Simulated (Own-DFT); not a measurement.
# Strain and stress in diamond-structure SiGeSn with randomly placed atoms, 64 atoms (Ge44Si16Sn4)

These are calculations, not measurements. They come from Own-DFT, an in-house plane-wave density functional program, since retired, whose code no person has reviewed. Each row is one single-point run on a periodic cell that was not relaxed, without spin or spin-orbit coupling.

Settings of every run: PBE; PseudoDojo norm-conserving scalar-relativistic files; cutoff 49 hartree; 3 x 3 x 3 k mesh centred on Gamma; Fermi-Dirac smearing of 0.1 eV.

Known limits: forces on such cells moved up to 12 meV/angstrom on a denser k mesh; stress not checked against mesh or cutoff.

Unstrained cell vectors in Å: (11.306, 0.000, 0.000); (0.000, 11.306, 0.000); (0.000, 0.000, 11.306). The unstrained cell has measured lattice constants (interpolated for alloys), not those of this functional. That, the random moves and any unrelaxed bonds set the pressure at no strain. Each run strains this cell uniformly, with the atoms carried along. Every atom was also moved at random, by a Gaussian of width 0.05 Å on each axis. The random placing of the alloy's atoms differs from row to row. Strain is the symmetric tensor, in per cent. Stress is positive in tension, and the pressure is minus a third of its trace.

```
run  e_xx (%)  e_yy (%)  e_zz (%)  s_xx (GPa)  s_yy (GPa)  s_zz (GPa)  P (GPa)  E (meV/atom)
  1      2.25      2.25      0.00       -0.66       -0.74       -2.11     1.17          19.7
  2      1.75      1.75      0.00       -1.47       -1.42       -2.52     1.80          16.8
  3      3.00      3.00      0.00        0.74        0.60       -1.25    -0.03           0.0
  4     -1.00     -1.00      0.00       -6.31       -6.13       -5.74     6.06          43.6
  5     -0.25     -0.25      0.00       -5.02       -5.01       -4.76     4.93          43.9
  6     -2.25     -2.25      0.00       -9.01       -8.74       -7.12     8.29          58.8
  7     -0.75     -0.75      0.00       -5.81       -5.77       -5.37     5.65          43.1
  8     -1.75     -1.75      0.00       -7.84       -7.69       -6.53     7.35          50.9
  9      2.75      2.75      0.00           ?           ?           ?        ?             ?
```

E is the free energy for each atom above the lowest run shown.

## Worked fit

The change of volume is close to e_xx + e_yy + e_zz. A straight line through the runs shown gives P = 4.62 - 78 x (fractional change of volume) GPa, with an error of 1 on the slope and a scatter of 0.13 GPa. The strain isn't the same on all axes, but the crystal is cubic, so the slope still estimates the bulk modulus, averaged over pressures from 0.0 to 8.3 GPa.

## Withheld run

Question: what pressure should run 9 give? Its volume changes by 5.58 %.

The line gives 0.3 GPa. The calculation gave 0.47 GPa.
